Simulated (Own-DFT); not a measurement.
# Computed records: AlGa$_{3}$N$_{4}$ (wurtzite random alloy, strained, atoms displaced)

All values are calculated (Own-DFT development build). A calculation, not a measurement: plane-wave density functional theory by an unreviewed code, no spin, of a simulated periodic cell, stress positive in tension, run twice, with PBE and with PBEsol, both on files made for PBE, so the change isn't that of files made for PBEsol, forces on such cells passed a denser k mesh, this cell's mesh not checked; the far tail of each file's local potential was reset to the Coulomb form; each entry is a single point on an unrelaxed cell, so the pressure reflects the starting lattice, mostly measured values (interpolated for alloys), from which strain is counted, and rises with the displacements; printed positions are rounded, which can move forces by about a meV/angstrom; the program, named Own-DFT, is a retired in-house code; no spin-orbit coupling; stress was not checked against mesh or cutoff.

Entry: AlGa$_{3}$N$_{4}$ (wurtzite random alloy, strained, atoms displaced)

```
AlGa3N4
1.0
      9.6519     0.0000     0.0000
     -4.8259     8.3588     0.0000
      0.0000     0.0000    10.2685
Ga N Ga Al N Al N Al Ga N Al Ga N Ga N Ga N Al Ga N Ga N Ga N Al Ga N Ga N Ga Al N Ga N Ga N Ga N Al Ga N Ga N
2 2 1 1 2 2 2 1 1 2 1 1 2 2 2 2 2 1 1 2 2 2 2 2 1 1 2 2 2 1 1 2 2 2 2 2 2 2 1 1 2 2 2
Direct
  0.10519 0.21399 0.99878
  0.22666 0.11636 0.25337
  0.11417 0.22546 0.18708
  0.23773 0.12650 0.44333
  0.11539 0.22238 0.49553
  0.22437 0.12162 0.75433
  0.10818 0.22806 0.69356
  0.21835 0.10438 0.94078
  0.11365 0.55533 0.99904
  0.22727 0.44537 0.24846
  0.10684 0.54864 0.18814
  0.22319 0.45175 0.44256
  0.11633 0.56654 0.49962
  0.21423 0.43765 0.75741
  0.11048 0.54745 0.69067
  0.20991 0.43894 0.93611
  0.11040 0.88716 0.00398
  0.21556 0.77856 0.24947
  0.11787 0.90257 0.18631
  0.22037 0.77938 0.44786
  0.09366 0.88502 0.50847
  0.22865 0.77597 0.75279
  0.11651 0.88939 0.68216
  0.21647 0.76930 0.94914
  0.45646 0.22818 0.00550
  0.55939 0.11755 0.25869
  0.44547 0.22809 0.19054
  0.55759 0.12842 0.44582
  0.44589 0.22118 0.49224
  0.55032 0.10444 0.74953
  0.43522 0.21672 0.69856
  0.55988 0.11660 0.92921
  0.43037 0.54395 0.01076
  0.54852 0.43494 0.24735
  0.45462 0.55966 0.18170
  0.56432 0.45077 0.44280
  0.44360 0.56159 0.49366
  0.54605 0.44448 0.74211
  0.43961 0.54643 0.68152
  0.55944 0.44408 0.95029
  0.44270 0.87767 0.99863
  0.54968 0.78563 0.24332
  0.43951 0.88541 0.19149
  0.55459 0.77381 0.43740
  0.44312 0.89315 0.49846
  0.56474 0.78475 0.74919
  0.44125 0.89083 0.68051
  0.55855 0.78932 0.93985
  0.78349 0.22307 0.00464
  0.89456 0.11634 0.25045
  0.77944 0.22360 0.19517
  0.89733 0.10915 0.44106
  0.78832 0.22894 0.49461
  0.89181 0.11573 0.75298
  0.76905 0.21980 0.68430
  0.88159 0.11471 0.92741
  0.77220 0.55392 0.99477
  0.89383 0.44258 0.24581
  0.77910 0.55489 0.18006
  0.88805 0.45355 0.43562
  0.76585 0.55273 0.49610
  0.88756 0.44322 0.73770
  0.78105 0.56124 0.68414
  0.88741 0.44601 0.94330
  0.78387 0.89399 0.99990
  0.88811 0.77979 0.24093
  0.77853 0.88634 0.18740
  0.89439 0.78408 0.44416
  0.77200 0.88701 0.49574
  0.89668 0.78657 0.74894
  0.77646 0.89026 0.70133
  0.88708 0.78250 0.94068
```

| Property | Result |
| --- | --- |
| functional | PBE, then PBEsol |
| potential files | PseudoDojo norm-conserving, scalar-relativistic, standard set |
| wave cutoff | 42 hartree |
| occupations | Fermi-Dirac |
| smearing width | 0.1 eV |
| k mesh | 4 x 4 x 3 centred on Gamma |
| PBE pressure | 2.04 GPa |
| PBE stress xx | -1.18 GPa |
| PBE stress yy | 0.85 GPa |
| PBE stress zz | -5.79 GPa |
| PBE stress yz | -0.56 GPa |
| PBE stress xz | -0.33 GPa |
| PBE stress xy | -0.47 GPa |
| PBEsol pressure | -2.61 GPa |
| PBEsol stress xx | 3.46 GPa |
| PBEsol stress yy | 5.46 GPa |
| PBEsol stress zz | -1.09 GPa |
| PBEsol stress yz | -0.53 GPa |
| PBEsol stress xz | -0.3 GPa |
| PBEsol stress xy | -0.43 GPa |
| rms change of force components from PBE to PBEsol | 0.068 eV/Å |

Force:
| force element | PBE force x (eV/Å) | PBE force y (eV/Å) | PBE force z (eV/Å) | PBEsol force x (eV/Å) | PBEsol force y (eV/Å) | PBEsol force z (eV/Å) |
| --- | --- | --- | --- | --- | --- | --- |
| Ga | 0.031 | 0.119 | -0.462 | 0.048 | 0.138 | -0.45 |
| Ga | -0.324 | -0.108 | -0.053 | -0.316 | -0.112 | -0.06 |
| N | -0.77 | 0.352 | 1.034 | -0.638 | 0.271 | 0.91 |
| N | -0.714 | -1.401 | -0.617 | -0.898 | -1.444 | -0.685 |
| Ga | -0.005 | 1.1 | 1.307 | -0.012 | 1.07 | 1.289 |
| Al | 0.03 | -1.17 | -0.352 | -0.001 | -1.172 | -0.352 |
| N | 1.443 | -1.668 | -0.749 | 1.29 | -1.562 | -0.759 |
| N | 0.175 | 0.029 | -0.203 | 0.145 | 0.165 | -0.101 |
| Al | -1.486 | -0.878 | 0.151 | -1.484 | -0.882 | 0.142 |
| Al | -0.574 | 0.373 | 0.391 | -0.541 | 0.378 | 0.39 |
| N | 1.925 | 0.787 | -0.527 | 1.752 | 0.823 | -0.422 |
| N | -0.652 | -0.295 | -1.752 | -0.503 | -0.355 | -1.639 |
| Al | -0.332 | -1.283 | 0.319 | -0.337 | -1.295 | 0.323 |
| Ga | 0.798 | 1.173 | -1.99 | 0.759 | 1.129 | -1.943 |
| N | -0.359 | 1.308 | -1.102 | -0.352 | 1.268 | -0.942 |
| N | 0.608 | 0.399 | 2.307 | 0.734 | 0.302 | 2.189 |
| Al | -0.17 | 0.104 | -1.033 | -0.167 | 0.085 | -1.045 |
| Ga | 0.116 | -0.366 | 0.613 | 0.121 | -0.339 | 0.611 |
| N | -0.043 | -1.19 | 0.146 | -0.038 | -1.164 | 0.311 |
| N | -0.385 | 0.124 | -1.31 | -0.365 | 0.294 | -1.34 |
| Ga | 2.804 | 1.354 | -1.759 | 2.741 | 1.295 | -1.698 |
| Ga | -1.041 | -0.384 | -0.238 | -1.021 | -0.378 | -0.249 |
| N | -0.207 | 1.136 | 3.551 | -0.228 | 1.003 | 3.415 |
| N | 0.446 | 1.145 | -0.403 | 0.444 | 1.155 | -0.529 |
| Ga | -0.506 | -1.208 | -1.603 | -0.491 | -1.149 | -1.564 |
| Ga | -0.262 | -0.525 | -0.882 | -0.254 | -0.495 | -0.846 |
| N | 0.614 | -1.872 | 0.269 | 0.6 | -1.813 | 0.26 |
| N | 1.704 | -1.78 | -0.811 | 1.872 | -1.851 | -0.89 |
| Al | -0.863 | 1.909 | 2.666 | -0.86 | 1.938 | 2.677 |
| Ga | -0.334 | 1.149 | -0.986 | -0.322 | 1.145 | -0.949 |
| N | 0.083 | 0.428 | -1.921 | 0.232 | 0.504 | -1.847 |
| N | 0.147 | -1.551 | 3.136 | 0.14 | -1.421 | 3.027 |
| Ga | 0.856 | 0.707 | -4.066 | 0.873 | 0.682 | -3.949 |
| Ga | 1.214 | 2.84 | 0.718 | 1.193 | 2.783 | 0.683 |
| N | -1.81 | -0.458 | 3.893 | -1.69 | -0.409 | 3.742 |
| N | -3.006 | -2.357 | -1.508 | -2.927 | -2.174 | -1.518 |
| Ga | 0.501 | -1.28 | 0.763 | 0.492 | -1.248 | 0.768 |
| Ga | 1.919 | -0.511 | 1.244 | 1.872 | -0.505 | 1.21 |
| N | -1.264 | 1.631 | 0.979 | -1.213 | 1.584 | 0.952 |
| N | -2.379 | 0.043 | -1.919 | -2.317 | 0.031 | -1.861 |
| Al | -1.286 | 1.875 | 0.208 | -1.31 | 1.886 | 0.205 |
| Ga | 2.141 | -1.047 | 0.708 | 2.101 | -1.033 | 0.706 |
| N | -0.956 | 1.404 | -1.108 | -0.918 | 1.353 | -0.954 |
| N | -0.744 | 1.652 | -0.681 | -0.726 | 1.612 | -0.663 |
| Ga | 0.059 | 0.109 | -0.709 | 0.043 | 0.097 | -0.666 |
| Ga | -1.596 | -1.499 | 0.234 | -1.542 | -1.446 | 0.244 |
| N | 0.995 | -0.694 | 1.543 | 0.968 | -0.669 | 1.511 |
| N | 0.883 | -1.111 | 0.538 | 0.918 | -1.209 | 0.405 |
| Ga | -1.401 | 0.501 | -1.05 | -1.381 | 0.509 | -1.053 |
| Al | 0.114 | -0.778 | 0.049 | 0.117 | -0.789 | 0.05 |
| N | 0.802 | -1.403 | -0.001 | 0.663 | -1.288 | -0.056 |
| N | -1.131 | 0.203 | -1.463 | -1.105 | 0.206 | -1.3 |
| Ga | -0.455 | 0.202 | 0.642 | -0.469 | 0.194 | 0.654 |
| Ga | -1.024 | 0.01 | -2.589 | -1.006 | 0.021 | -2.511 |
| N | 0.984 | -0.019 | -0.137 | 0.971 | -0.007 | -0.14 |
| N | 1.31 | -1.155 | 3.961 | 1.283 | -1.004 | 3.826 |
| Ga | 1.33 | 0.87 | -0.089 | 1.292 | 0.828 | -0.063 |
| Ga | -1.49 | 0.95 | 0.404 | -1.469 | 0.928 | 0.398 |
| N | -0.027 | 0 | 1.796 | -0.024 | 0.004 | 1.741 |
| N | 1.607 | -0.041 | 0.499 | 1.471 | -0.116 | 0.441 |
| Ga | 2.728 | 1.744 | 0.737 | 2.663 | 1.703 | 0.729 |
| Ga | -0.591 | -0.057 | 1.501 | -0.576 | -0.061 | 1.474 |
| N | -0.527 | -0.186 | 0.791 | -0.511 | -0.188 | 0.753 |
| N | 1.205 | 0.188 | -0.676 | 1.061 | 0.115 | -0.687 |
| Al | -0.924 | -0.309 | -0.655 | -0.928 | -0.307 | -0.664 |
| Ga | 0.658 | -0.774 | 1.045 | 0.627 | -0.752 | 1.027 |
| N | -1.002 | 2.076 | -0.428 | -0.97 | 1.911 | -0.319 |
| N | -2.206 | -1.172 | -1.902 | -2.155 | -1.138 | -1.846 |
| Ga | 0.744 | 0.091 | 1.06 | 0.742 | 0.09 | 1.03 |
| Ga | 0.052 | -0.902 | 0.253 | 0.038 | -0.897 | 0.248 |
| N | 0.992 | 0.737 | -2.167 | 0.965 | 0.717 | -2.118 |
| N | 0.826 | 0.606 | 0.447 | 0.835 | 0.455 | 0.334 |
